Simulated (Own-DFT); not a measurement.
# Shaking the atoms of zincblende GaP, 96 atoms (Ga48P48)

Calculated results; nothing here was measured. They come from Own-DFT, an in-house plane-wave density functional program, since retired, whose code no person has reviewed. Each row is one single-point run on a periodic cell that was not relaxed, without spin or spin-orbit coupling.

Settings of every run: PBE; PseudoDojo norm-conserving scalar-relativistic files; cutoff 42 hartree; 2 x 3 x 3 k mesh centred on Gamma; Fermi-Dirac smearing of 0.1 eV.

Known limits, some of them of some rows only: some atoms lie very close together; forces on such cells moved up to 12 meV/angstrom on a denser k mesh; forces on such cells passed a denser k mesh, each cell not checked; stress not checked against mesh or cutoff.

Cell vectors in Å: (16.352, 0.000, 0.000); (0.000, 10.901, 0.000); (0.000, 0.000, 10.901). In each run every atom was moved at random and independently from its ideal site; u is the rms move along one axis. E is the free energy for each atom above the fitted value at u = 0, and F the rms of the force components.

| run | u (Å) | E (meV/atom) | F (eV/Å) | largest force (eV/Å) | P (GPa) |
|---|---|---|---|---|---|
| 1 | 0.0201 | 6.7 | 0.270 | 0.81 | 2.71 |
| 2 | 0.0204 | 7.0 | 0.277 | 0.95 | 2.71 |
| 3 | 0.0212 | ? | ? | ? | ? |
| 4 | 0.0498 | 45.8 | 0.732 | 2.23 | 3.26 |
| 5 | 0.0504 | 41.7 | 0.691 | 2.58 | 3.19 |
| 6 | 0.0951 | 152.2 | 1.400 | 6.27 | 4.71 |
| 7 | 0.0987 | 159.8 | 1.433 | 6.86 | 4.78 |
| 8 | 0.1580 | 447.1 | 2.979 | 15.61 | 9.11 |
| 9 | 0.1889 | 704.4 | 4.161 | 19.50 | 12.76 |

## Worked fit

For small independent moves the energy grows as E = (3/2) K u², with K the mean stiffness felt by one atom. The runs with u up to 0.11 Å give K = 11.3 ± 0.3 eV/Å², with residuals divided by u² + 0.0006 Å², since the noise grows with the moves. The scatter is 2.1 meV/atom at u = 0.05 Å. The forces follow F = G u with G = 14.1 eV/Å²; no force at u = 0 is resolved. G exceeds K because the moves of its neighbours add to the force on an atom, and stiffness differs between atoms. At u = 0.189 Å the parabola gives 604 meV/atom and the run 704. The pressure follows P = 2.64 + 225 u² GPa: at fixed volume, shortened bonds push harder than stretched ones pull.

## Withheld run

Question: what energy and rms force should run 3 give?

The fit gives 8 ± 1 meV/atom and about 0.30 eV/Å. The calculation gave 7.9 meV/atom and 0.293 eV/Å.
